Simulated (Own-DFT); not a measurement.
# Cleaving wurtzite AlN, m plane (10-10)

Calculated, not measured: single-point runs of Own-DFT, a retired in-house plane-wave DFT program that no person has reviewed, on unrelaxed cells, without spin or spin-orbit coupling.

Known weak points (not all hold for every row): some atoms lie very close together; forces not confirmed at this smearing and k mesh; k mesh not checked against a denser one.

Both sets of runs: PBE; PseudoDojo norm-conserving scalar-relativistic files; cutoff 42 hartree; Gaussian smearing of 0.01 eV. The slab has 128 atoms in 16 layers, two equal faces of 62.02 Å² as cut, 15 Å of vacuum, a dipole correction along the normal and a 6 x 3 x 1 mesh. The bulk cell has 128 atoms, the same measured lattice constants and a 3 x 3 x 3 mesh. In the slab only the 32 atoms nearest the faces were moved at random; u is their rms move along one axis. Energies are counted from -174.06 eV for each atom.

```
slab run   u (Å)  E (eV, cell)
       1  0.0424        20.315
       2  0.0483        20.100
       3  0.0494        20.076
       4  0.0516        21.706
       5  0.0529        20.716
       6  0.0927        27.356
       7  0.0990        27.061
       8  0.1022        28.471
       9  0.1022        26.966
      10  0.1031        27.812
      11  0.1034        27.529
      12  0.1039        27.910
```

```
bulk run,u (Å),E (meV/atom)
1,0.0192,-3.20
2,0.0195,-2.15
3,0.0196,-2.35
4,0.0204,-1.19
5,0.0207,-2.19
6,0.0961,307.67
7,0.0968,293.30
8,0.0986,323.23
9,0.1020,335.39
10,0.1053,345.26
```

Asked: what is the energy of the unrelaxed surface?

## Solution

Take each set to u = 0 with E = a + b u². Residuals are scaled by 1/(u² + 0.0006 Å²) to tame the large moves. Slab: a = 18.45 ± 0.27 eV. Bulk: a = -15.6 ± 0.4 meV/atom. The excess is 18.45 - 128 x (-0.0156) = 20.44 ± 0.28 eV. Over two faces that is 165 meV/Å², or 2.64 ± 0.04 J/m². Relaxing the faces would lower the energy, and the unlike meshes and the reach from the smallest u down to zero add errors that aren't counted here.
